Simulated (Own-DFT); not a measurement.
# Computed records: Al₃GaN₄ (wurtzite random alloy, strained, atoms displaced), InGa₃As₄ (zincblende random alloy, strained, atoms displaced)

A calculation, not a measurement: plane-wave PBE density functional theory by an unreviewed code, no spin, of a simulated periodic cell, stress positive in tension, free energy of the whole cell less one offset for each atom, forces on such cells passed a denser k mesh, this cell's mesh not checked; offsets are fitted by least squares, one for each functional and potential file, so energies compare only between cells with the same atoms and settings and are not formation energies; the far tail of each file's local potential was reset to the Coulomb form; each entry is a single point on an unrelaxed cell, so the pressure reflects the starting lattice, mostly measured values, from which strain is counted, and rises with the displacements; printed positions are rounded, which can move forces by about a meV/angstrom; the program is a retired in-house code; no spin-orbit coupling. Program: Own-DFT development build.

Settings shared by all entries: functional PBE.

(1) Al₃GaN₄ (wurtzite random alloy, strained, atoms displaced)

```
CELL_PARAMETERS angstrom
9.15890 0.00000 0.00000
-4.57950 7.93180 0.00000
0.00000 0.00000 10.06550
ATOMIC_POSITIONS crystal
Al 0.10887 0.22460 0.99485
Al 0.20649 0.10549 0.25275
N 0.11306 0.22137 0.19183
N 0.22058 0.10453 0.44051
Al 0.11942 0.21890 0.51299
Ga 0.22450 0.10724 0.75524
N 0.11512 0.22812 0.69113
N 0.22691 0.12273 0.93832
Al 0.10786 0.55569 0.00326
Al 0.21700 0.45642 0.24864
N 0.11242 0.55376 0.19281
N 0.22693 0.43757 0.44081
Ga 0.12053 0.55889 0.50010
Al 0.22368 0.44235 0.75200
N 0.09761 0.54118 0.68911
N 0.22432 0.44324 0.94114
Ga 0.10526 0.88492 0.99723
Al 0.22190 0.78087 0.24573
N 0.10531 0.88440 0.18334
N 0.21912 0.78349 0.43910
Al 0.11119 0.89429 0.50319
Al 0.22282 0.77871 0.75746
N 0.10891 0.88286 0.69605
N 0.22458 0.78692 0.93516
Al 0.44296 0.21523 0.99719
Al 0.56351 0.12102 0.25569
N 0.44084 0.21960 0.19272
N 0.56475 0.11884 0.43611
Al 0.44239 0.21998 0.49495
Al 0.54405 0.11330 0.74438
N 0.44105 0.21655 0.68398
N 0.55297 0.10574 0.93511
Ga 0.43722 0.55405 0.99719
Ga 0.56069 0.44657 0.24194
N 0.45520 0.56219 0.19126
N 0.55388 0.44506 0.43854
Al 0.43968 0.55985 0.50014
Al 0.55367 0.44328 0.75422
N 0.43964 0.54423 0.69039
N 0.56478 0.45099 0.94760
Al 0.44600 0.89334 0.00372
Al 0.55327 0.77559 0.25406
N 0.44375 0.89400 0.19009
N 0.55180 0.77397 0.44466
Al 0.43734 0.88938 0.49926
Al 0.55404 0.78137 0.74960
N 0.44633 0.88542 0.68235
N 0.55306 0.77067 0.93795
Ga 0.77927 0.21500 0.99840
Al 0.89342 0.10318 0.24884
N 0.77425 0.22361 0.20377
N 0.88675 0.10226 0.44213
Al 0.77374 0.22596 0.51010
Al 0.88554 0.11463 0.74476
N 0.77777 0.22294 0.68832
N 0.89056 0.11557 0.94169
Al 0.77905 0.55845 0.99712
Ga 0.88804 0.44072 0.24435
N 0.77187 0.53841 0.19385
N 0.88989 0.44397 0.44650
Al 0.77749 0.55610 0.50600
Al 0.88796 0.43650 0.74806
N 0.77539 0.55801 0.69782
N 0.89149 0.44223 0.93787
Al 0.78894 0.90067 0.00282
Al 0.89816 0.77871 0.24585
N 0.77467 0.87829 0.18896
N 0.88267 0.77429 0.43791
Ga 0.78152 0.89006 0.50637
Ga 0.88740 0.77288 0.75370
N 0.78475 0.89470 0.69393
N 0.88857 0.77276 0.94160
```

| Property | Result |
| --- | --- |
| potential files | PseudoDojo norm-conserving, scalar-relativistic, standard set with the stringent files for Ga |
| wave cutoff | 96 hartree |
| occupations | Gaussian |
| smearing width | 0.01 eV |
| k mesh | 4 x 4 x 3 centred on Gamma |
| free energy of cell above offsets | -19.835 eV |
| pressure | 18.26 GPa |
| stress xx | -23.16 GPa |
| stress yy | -21.47 GPa |
| stress zz | -10.14 GPa |
| stress yz | 0.95 GPa |
| stress xz | -0.57 GPa |
| stress xy | -0.47 GPa |

Force:
```
element  x (eV/Å)  y (eV/Å)  z (eV/Å)
     Al     0.955     0.176     1.643
     Al      2.83     0.587     -0.03
      N    -1.432     1.204    -1.454
      N    -0.337     0.792     -0.25
     Al    -1.634     0.117    -2.392
     Ga    -1.119      0.24    -0.762
      N    -0.656    -1.287     0.883
      N    -0.245    -0.906     1.079
     Al     0.788     0.348    -0.787
     Al     4.875    -2.828     1.605
      N     -1.42     2.566    -2.131
      N    -0.968    -0.191    -1.091
     Ga    -0.944    -0.815     0.245
     Al    -0.812     0.766     0.101
      N     2.194     2.365     1.208
      N    -3.005    -0.399    -0.939
     Ga     0.531     1.895     0.208
     Al     0.112     0.246     1.067
      N     1.218     0.876     1.102
      N     0.269     0.359    -1.093
     Al    -0.572    -2.039     0.484
     Al     0.561    -1.327    -2.186
      N     0.914     0.336    -1.679
      N     1.661    -1.795      1.45
     Al     0.196     1.633     1.786
     Al     -1.84    -1.348    -0.416
      N    -0.516     -1.79     -1.09
      N    -1.198    -1.372     1.506
     Al     0.405     1.093    -0.319
     Al      2.98    -1.446     0.782
      N    -0.289     1.868    -0.427
      N    -0.547     0.361     -0.79
     Ga     2.229     0.273     1.881
     Ga    -1.979    -1.433     2.305
      N    -3.223     -0.27     -0.34
      N     0.071     0.041     1.144
     Al     2.145    -1.362     0.456
     Al     0.248    -0.237     0.175
      N    -0.277     1.886    -0.045
      N    -0.748    -2.379    -1.836
     Al     0.676    -1.143    -0.254
     Al      0.15      0.76     0.254
      N     0.644    -0.218     0.111
      N    -1.209     1.062    -0.956
     Al     1.356     0.596    -0.738
     Al     1.254    -1.129     0.191
      N    -1.587     0.646     0.999
      N    -0.137     3.388    -0.436
     Ga    -2.578     1.586     1.939
     Al    -1.648       0.5     1.503
      N     2.785    -2.771    -2.723
      N     0.189      3.17    -0.378
     Al     1.876    -0.339    -2.441
     Al      1.23    -0.079      0.78
      N    -1.398    -1.014     1.107
      N     2.027    -1.335    -1.944
     Al     1.042    -1.238     1.471
     Ga     0.619     0.576     3.072
      N     1.126     4.783    -3.006
      N    -0.468     0.172    -0.298
     Al    -0.323    -0.445    -0.639
     Al    -1.597     1.132     0.874
      N     0.604    -2.727    -1.407
      N    -0.435     0.778    -0.037
     Al     -0.94    -2.772     -0.26
     Al    -2.305    -2.422     1.466
      N     0.117     1.226    -0.281
      N     2.162    -0.039    -0.361
     Ga     -0.85    -1.066    -0.273
     Ga    -0.531      1.05     0.371
      N    -1.382      -0.4     0.864
      N    -1.892     0.908     0.373
```

(2) Al₃GaN₄ (wurtzite random alloy, strained, atoms displaced)

```
CELL_PARAMETERS angstrom
9.15890 0.00000 0.00000
-4.57950 7.93180 0.00000
0.00000 0.00000 10.06550
ATOMIC_POSITIONS crystal
Al 0.10511 0.21929 0.00265
Al 0.21594 0.11434 0.24912
N 0.11822 0.22470 0.19370
N 0.21598 0.11327 0.43465
Ga 0.10886 0.22527 0.49752
Al 0.22754 0.11996 0.74602
N 0.10178 0.21718 0.69011
N 0.22836 0.11077 0.94847
Al 0.11648 0.56139 0.00260
Al 0.22424 0.44989 0.25632
N 0.10721 0.56513 0.18518
N 0.21867 0.44033 0.44129
Al 0.09869 0.54394 0.50338
Ga 0.23095 0.44822 0.75797
N 0.09914 0.55741 0.69035
N 0.22363 0.44791 0.93380
Ga 0.11580 0.89289 0.01051
Ga 0.22349 0.77680 0.24743
N 0.10963 0.87352 0.18546
N 0.22113 0.77728 0.42828
Ga 0.10585 0.89126 0.49836
Al 0.21331 0.76889 0.75091
N 0.09987 0.87572 0.69868
N 0.21918 0.78333 0.95317
Al 0.45269 0.23637 0.99890
Ga 0.54991 0.10943 0.25687
N 0.44155 0.22335 0.19587
N 0.56466 0.12787 0.43687
Al 0.44342 0.22042 0.50469
Al 0.54885 0.11192 0.74484
N 0.44381 0.21434 0.68574
N 0.55382 0.11807 0.94127
Al 0.44337 0.55715 0.99602
Al 0.56025 0.45739 0.24227
N 0.43562 0.55004 0.19089
N 0.55207 0.44198 0.43510
Al 0.44496 0.55167 0.48946
Al 0.55250 0.44375 0.75056
N 0.43870 0.56134 0.68888
N 0.56308 0.45265 0.94173
Ga 0.44952 0.89353 0.00504
Al 0.55809 0.77865 0.24723
N 0.44479 0.89025 0.18707
N 0.56562 0.78279 0.43561
Al 0.43833 0.87084 0.49651
Al 0.55396 0.76811 0.75001
N 0.45047 0.90653 0.68297
N 0.54907 0.77196 0.94473
Al 0.77087 0.21849 0.00238
Al 0.88558 0.10373 0.25256
N 0.76354 0.21788 0.18630
N 0.89185 0.11895 0.44623
Al 0.77885 0.22429 0.50034
Ga 0.90666 0.12136 0.74823
N 0.77902 0.22928 0.68484
N 0.89542 0.11827 0.94263
Al 0.77551 0.55245 0.00109
Al 0.89861 0.44899 0.25057
N 0.77668 0.55436 0.19584
N 0.89346 0.44303 0.44279
Al 0.77424 0.55274 0.50897
Ga 0.87698 0.43413 0.74555
N 0.77228 0.55056 0.69085
N 0.89496 0.44774 0.93453
Al 0.77616 0.89524 0.99165
Al 0.88712 0.77238 0.25278
N 0.78150 0.89461 0.19426
N 0.88911 0.78448 0.43794
Al 0.77903 0.88713 0.49511
Al 0.88985 0.77740 0.74078
N 0.79232 0.90470 0.69490
N 0.88796 0.77960 0.93932
```

| Quantity | Value |
| --- | --- |
| potential files | PseudoDojo norm-conserving, scalar-relativistic, standard set with the stringent files for Ga |
| wave cutoff | 96 hartree |
| occupations | Gaussian |
| smearing width | 0.01 eV |
| k mesh | 4 x 4 x 3 centred on Gamma |
| free energy of cell above offsets | -16.973 eV |
| pressure | 19.59 GPa |
| stress xx | -24.39 GPa |
| stress yy | -22.29 GPa |
| stress zz | -12.09 GPa |
| stress yz | -0.73 GPa |
| stress xz | 0.75 GPa |
| stress xy | -2.04 GPa |

Force:
```
element  x (eV/Å)  y (eV/Å)  z (eV/Å)
     Al     1.997     0.963     0.631
     Al     2.658    -1.588     0.006
      N    -3.042     0.813     -0.96
      N     1.921     0.208     0.455
     Ga     0.775    -0.782     1.255
     Al    -0.582    -2.552     1.681
      N     6.545      3.71    -1.726
      N    -1.179     2.686    -2.225
     Al    -0.907    -0.485    -0.841
     Al    -1.287    -0.844    -0.874
      N     2.333    -3.464    -0.093
      N     -0.04     2.971    -0.655
     Al     1.826     2.438     0.439
     Ga    -3.101    -0.961    -2.331
      N     2.449    -0.275    -1.162
      N     0.094    -0.592     3.619
     Ga    -2.022    -0.215    -2.248
     Ga     0.837     0.835     0.231
      N    -3.407     2.866     3.434
      N     0.549    -1.055     3.238
     Ga     1.912     -0.11      1.08
     Al     0.763     1.969     1.302
      N     2.003     3.096    -1.647
      N     2.517    -1.806    -3.358
     Al    -0.425    -1.973     1.888
     Ga    -0.564     0.396    -0.736
      N    -1.067     1.234    -1.674
      N    -0.223    -2.452     2.359
     Al    -0.414     0.022    -2.254
     Al     2.753     0.559     1.931
      N    -2.205     2.556     0.386
      N     0.472     0.297    -1.725
     Al    -0.043    -0.911     1.494
     Al     0.082    -2.946      1.57
      N     0.319     1.804    -0.992
      N     0.688     0.426     0.662
     Al    -0.497     0.679     1.091
     Al     0.006     0.017    -0.031
      N     3.026    -0.997    -2.024
      N    -1.462    -0.347    -1.301
     Ga     -1.33     0.356     -1.04
     Al    -0.443     0.228    -0.245
      N     1.693    -0.739     1.523
      N    -0.995    -1.627      -0.2
     Al    -0.917     2.772     0.422
     Al    -0.345     4.129     0.432
      N     0.321    -4.557      0.14
      N     1.223     0.863    -1.875
     Al     0.655     1.384    -0.433
     Al    -0.667     2.718     0.331
      N     3.358     1.387     0.319
      N    -1.409    -2.245    -1.985
     Al    -0.411    -0.332      0.19
     Ga    -6.221    -1.558     2.679
      N    -0.478    -3.828     -0.62
      N    -1.601    -0.619    -0.015
     Al     1.973     1.783     0.239
     Al    -1.993    -1.678     0.373
      N     0.672     0.154    -1.279
      N     -2.22     0.253    -1.247
     Al     0.142    -0.012    -2.158
     Ga     0.703     2.175     2.332
      N     -2.01     1.179    -0.696
      N    -0.678    -0.623     1.885
     Al     1.321    -0.906     1.005
     Al     0.287     0.996    -0.815
      N     0.254    -1.947    -1.411
      N    -0.448    -2.565    -0.081
     Al    -0.379     2.052     1.759
     Al    -1.725    -0.697     2.879
      N     -1.49    -4.092    -1.827
      N    -0.897    -0.593    -0.477
```

(3) InGa₃As₄ (zincblende random alloy, strained, atoms displaced)

```
CELL_PARAMETERS angstrom
11.73740 0.00000 0.00000
0.00000 11.73740 0.00000
0.00000 0.00000 11.30360
ATOMIC_POSITIONS crystal
Ga 0.99553 0.00113 0.99136
In 0.00245 0.25405 0.25182
Ga 0.25518 0.00426 0.25132
Ga 0.25234 0.25096 0.99891
As 0.12185 0.12409 0.12371
As 0.12483 0.37868 0.37485
As 0.37873 0.11739 0.37520
As 0.37171 0.37369 0.13047
Ga 0.00248 0.00467 0.50099
In 0.99927 0.25200 0.75394
Ga 0.25064 0.99252 0.75394
Ga 0.25202 0.25085 0.49465
As 0.12249 0.11699 0.62361
As 0.12419 0.37214 0.88911
As 0.37214 0.12575 0.87503
As 0.37572 0.37877 0.61982
Ga 0.99727 0.50404 0.99690
Ga 0.00043 0.73981 0.24968
In 0.24828 0.50431 0.25724
Ga 0.24842 0.75221 0.99911
As 0.12495 0.62463 0.11173
As 0.13201 0.87287 0.37101
As 0.37109 0.62378 0.37147
As 0.37830 0.87870 0.12164
In 0.99516 0.50278 0.49992
Ga 0.99265 0.74762 0.74870
In 0.24407 0.50225 0.74823
Ga 0.24220 0.75177 0.49588
As 0.11825 0.62796 0.62941
As 0.12786 0.87333 0.87956
As 0.36660 0.62465 0.87213
As 0.38094 0.87398 0.61672
Ga 0.50018 0.00323 0.00512
Ga 0.50168 0.24770 0.25002
Ga 0.75159 0.99821 0.24525
In 0.74811 0.24902 0.00648
As 0.62916 0.12647 0.12529
As 0.62240 0.37771 0.37987
As 0.87511 0.12516 0.37687
As 0.86439 0.38203 0.12163
Ga 0.50652 0.99660 0.49732
Ga 0.50230 0.24488 0.73929
Ga 0.75352 0.00293 0.75845
Ga 0.73864 0.25327 0.49661
As 0.61635 0.12558 0.62821
As 0.62452 0.38163 0.87410
As 0.88013 0.12290 0.88184
As 0.86684 0.37980 0.62592
In 0.50182 0.50492 0.00128
Ga 0.49849 0.74290 0.25198
Ga 0.74677 0.49312 0.25168
Ga 0.74909 0.74615 0.00311
As 0.62359 0.62138 0.13487
As 0.62104 0.88003 0.37749
As 0.87491 0.62366 0.36794
As 0.86764 0.87339 0.11777
Ga 0.49742 0.49422 0.49444
Ga 0.49815 0.74650 0.74882
In 0.74952 0.49556 0.75074
Ga 0.75290 0.75127 0.50720
As 0.63333 0.62616 0.62671
As 0.62406 0.87264 0.88060
As 0.87494 0.62508 0.87603
As 0.87484 0.87592 0.61782
```

| Quantity | Value |
| --- | --- |
| potential files | PseudoDojo norm-conserving, scalar-relativistic, standard set |
| wave cutoff | 42 hartree |
| occupations | Fermi-Dirac |
| smearing width | 0.1 eV |
| k mesh | 3 x 3 x 3 centred on Gamma |
| free energy of cell above offsets | -23.211 eV |
| pressure | 3.12 GPa |
| stress xx | -2.54 GPa |
| stress yy | -2.6 GPa |
| stress zz | -4.21 GPa |
| stress yz | -0.25 GPa |
| stress xz | 0.12 GPa |
| stress xy | -0.2 GPa |

Force:
```
element  x (eV/Å)  y (eV/Å)  z (eV/Å)
     Ga     0.827    -0.883     1.121
     In     -0.78     0.019    -0.604
     Ga    -0.386    -0.421    -0.604
     Ga     0.081    -0.439     0.708
     As     0.884    -0.747    -0.714
     As     0.477    -0.856     1.328
     As     0.137     0.873     0.204
     As     0.455    -1.067    -0.368
     Ga    -0.188    -0.787    -0.641
     In     0.156      0.05    -0.699
     Ga     0.261     0.143    -0.516
     Ga    -0.092    -0.403     0.203
     As     1.292     0.459     0.051
     As    -0.006     0.503     0.044
     As     0.409     0.004    -0.278
     As     0.252    -1.091    -0.136
     Ga    -0.184    -0.272     0.237
     Ga     0.235     0.946    -0.712
     In    -0.673    -0.362    -1.655
     Ga     0.529     0.145     0.068
     As    -0.447     0.425     0.581
     As    -1.091     0.451    -0.316
     As     1.441     1.437     1.855
     As    -0.303    -0.603     0.538
     In     0.156    -0.199     0.145
     Ga     0.276     0.734     0.277
     In    -0.204    -1.001     0.153
     Ga     0.726    -0.308      0.63
     As     0.087     1.412     -0.64
     As    -0.845    -0.009    -0.627
     As     0.887      1.58     0.509
     As    -0.606    -0.232     0.567
     Ga     0.165     0.064    -0.505
     Ga    -0.232      0.03     0.055
     Ga    -0.069    -0.013     0.481
     In    -0.005     0.368    -1.479
     As    -1.532    -1.261      1.31
     As    -0.104    -0.412    -0.925
     As    -1.005    -0.432     0.417
     As     1.547     1.055     0.606
     Ga    -0.649     0.448     0.479
     Ga    -0.985     1.175     1.276
     Ga    -0.337    -0.431    -0.389
     Ga     0.752    -0.639     0.666
     As     1.514    -0.782    -0.687
     As     -1.13    -2.175    -0.275
     As    -0.967    -0.384    -0.634
     As     0.473    -2.107    -1.319
     In    -0.985    -0.277     0.061
     Ga    -0.056     0.989     0.026
     Ga    -0.009     0.583     0.237
     Ga    -0.387    -0.145    -0.038
     As     1.056     0.946     0.288
     As     0.971    -1.088    -0.694
     As    -1.347     0.697    -0.167
     As      1.04    -0.007     0.582
     Ga     0.066     1.216     0.491
     Ga     0.123     0.244    -0.046
     In     0.003      1.12     0.508
     Ga    -0.367    -0.036    -1.047
     As    -1.732     0.509    -0.982
     As    -0.108     0.092    -0.343
     As     0.269     0.647      0.45
     As     0.264     0.504     0.893
```
